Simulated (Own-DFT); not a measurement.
# Response to strain: hcp Hf, 36 atoms (Hf36)

Calculated results; nothing here was measured. They come from Own-DFT, an in-house plane-wave density functional program, since retired, whose code no person has reviewed. Each row is one single-point run on a periodic cell that was not relaxed, without spin or spin-orbit coupling.

Settings of every run: PBE; PseudoDojo norm-conserving scalar-relativistic files; cutoff 42 hartree; 4 x 4 x 4 k mesh centred on Gamma; cold (Marzari-Vanderbilt) smearing of 0.2 eV.

Known limits: hafnium file: forces about 75 meV/angstrom off all-electron values; forces on such cells passed a denser k mesh, each cell not checked; stress not checked against mesh or cutoff.

Unstrained cell vectors in Å: (9.589, 0.000, 0.000); (-4.795, 8.304, 0.000); (0.000, 0.000, 10.102). The unstrained cell has measured lattice constants (interpolated for alloys), not those of this functional. That, the random moves and any unrelaxed bonds set the pressure at no strain. Each run strains this cell uniformly, with the atoms carried along. Every atom was also moved at random, by a Gaussian of width 0.05 Å on each axis. Strain is the symmetric tensor, in per cent. Stress is positive in tension, and the pressure is minus a third of its trace.

| run | e_xx (%) | e_yy (%) | e_zz (%) | e_yz (%) | e_xz (%) | e_xy (%) | s_xx (GPa) | s_yy (GPa) | s_zz (GPa) | s_yz (GPa) | s_xz (GPa) | s_xy (GPa) | P (GPa) | E (meV/atom) |
|---|---|---|---|---|---|---|---|---|---|---|---|---|---|---|
| 1 | -1.98 | -0.56 | -1.31 | -1.89 | -1.07 | 0.61 | -6.78 | -4.95 | -6.61 | -1.82 | -1.07 | 0.66 | 6.11 | 29.5 |
| 2 | -1.99 | -1.55 | -1.94 | 0.22 | -0.64 | -1.64 | -8.04 | -7.84 | -8.67 | 0.18 | -0.62 | -2.45 | 8.18 | 34.5 |
| 3 | -1.29 | -0.93 | 1.20 | -1.28 | 0.48 | -0.67 | -3.69 | -3.09 | -0.86 | -1.18 | 0.47 | -1.06 | 2.55 | 8.6 |
| 4 | -0.21 | -0.82 | -0.71 | 0.19 | 1.89 | 1.32 | -3.10 | -3.71 | -4.28 | 0.11 | 1.79 | 1.97 | 3.70 | 31.6 |
| 5 | -0.84 | 0.72 | 0.17 | 1.46 | 0.74 | 0.29 | -2.58 | 0.09 | -1.35 | 1.44 | 0.81 | 0.57 | 1.28 | 2.1 |
| 6 | 1.23 | 0.87 | -1.09 | 0.65 | 1.20 | -1.13 | 0.63 | 0.54 | -2.50 | 0.65 | 1.35 | -1.47 | 0.44 | 9.5 |
| 7 | 1.32 | 1.37 | -1.63 | -1.67 | 0.61 | -1.25 | 0.96 | 0.93 | -3.14 | -1.66 | 0.55 | -1.52 | 0.41 | 11.0 |
| 8 | -1.41 | -1.21 | -1.90 | -1.47 | -0.87 | 0.84 | -6.36 | -6.47 | -8.22 | -1.57 | -0.90 | 1.02 | 7.02 | 32.1 |
| 9 | -0.21 | 0.78 | 0.63 | 0.68 | 0.40 | -1.52 | -0.74 | 0.55 | 0.32 | 0.67 | 0.48 | -1.50 | -0.04 | 0.0 |
| 10 | -0.09 | -0.47 | -0.24 | -1.15 | 0.10 | 1.88 | -1.79 | -2.98 | -2.59 | -1.20 | 0.19 | 2.24 | 2.45 | 13.4 |
| 11 | -1.75 | 0.69 | -1.89 | 0.03 | -1.46 | 1.00 | -6.05 | -2.55 | -6.76 | 0.15 | -1.65 | 1.30 | 5.12 | 30.2 |
| 12 | -0.89 | -0.13 | -1.69 | 0.86 | 1.22 | 1.80 | -4.34 | -3.79 | -6.19 | 0.81 | 1.22 | 2.61 | 4.78 | 27.1 |
| 13 | 0.11 | -0.02 | 0.81 | -0.91 | 1.95 | -0.60 | -0.33 | -0.80 | -0.12 | -0.75 | 1.87 | -0.74 | 0.42 | 4.4 |
| 14 | 1.96 | -0.14 | -0.40 | 0.05 | 1.81 | 0.09 | 1.74 | -0.26 | -1.21 | 0.00 | 1.77 | 0.11 | -0.09 | 5.4 |
| 15 | -1.57 | -0.80 | 1.07 | -1.41 | 1.49 | 1.23 | -4.30 | -3.03 | -1.20 | -1.42 | 1.52 | 1.79 | 2.84 | 12.4 |
| 16 | -1.56 | -0.17 | -1.27 | 0.51 | 1.42 | -0.03 | ? | ? | ? | ? | ? | ? | ? | ? |

E is the free energy for each atom above the lowest run shown.

## Worked fit

Each stress component was fitted by least squares to a constant and the strains of the runs shown, as fractions, with shears doubled. Shear strains stay in the fit of a normal stress only where such slopes are resolved. The slopes, in GPa:

| stress | at no strain | per e_xx | per e_yy | per e_zz | scatter |
|---|---|---|---|---|---|
| s_xx | -1.4 | 197 ± 5 | 68 ± 8 | 79 ± 5 | 0.21 |
| s_yy | -1.3 | 69 ± 6 | 213 ± 8 | 87 ± 5 | 0.23 |
| s_zz | -1.7 | 76 ± 3 | 85 ± 5 | 221 ± 3 | 0.13 |

Each shear stress against twice its own strain: yz 48 ± 1, xz 49 ± 2, xy 66 ± 2 GPa. These are stiffnesses along x, y and z of the frame in which the cell vectors are given, which need not be the crystal's axes. The atoms are held to the strained lattice; where symmetry lets them move under strain, relaxing them would lower some slopes. The table should be nearly symmetric about its diagonal, and what it lacks of that shows the noise. A ninth of its sum, 122 ± 2 GPa, estimates the bulk modulus near the mean pressure of these runs, 3.0 GPa, so it lies above the value at zero pressure.

## Withheld run

Question: what normal stresses and pressure should run 16 give?

The fit gives s_xx = -5.6, s_yy = -3.9, s_zz = -5.9 and P = 5.1 GPa. The calculation gave -5.26, -3.77, -5.75 and P = 4.92 GPa.
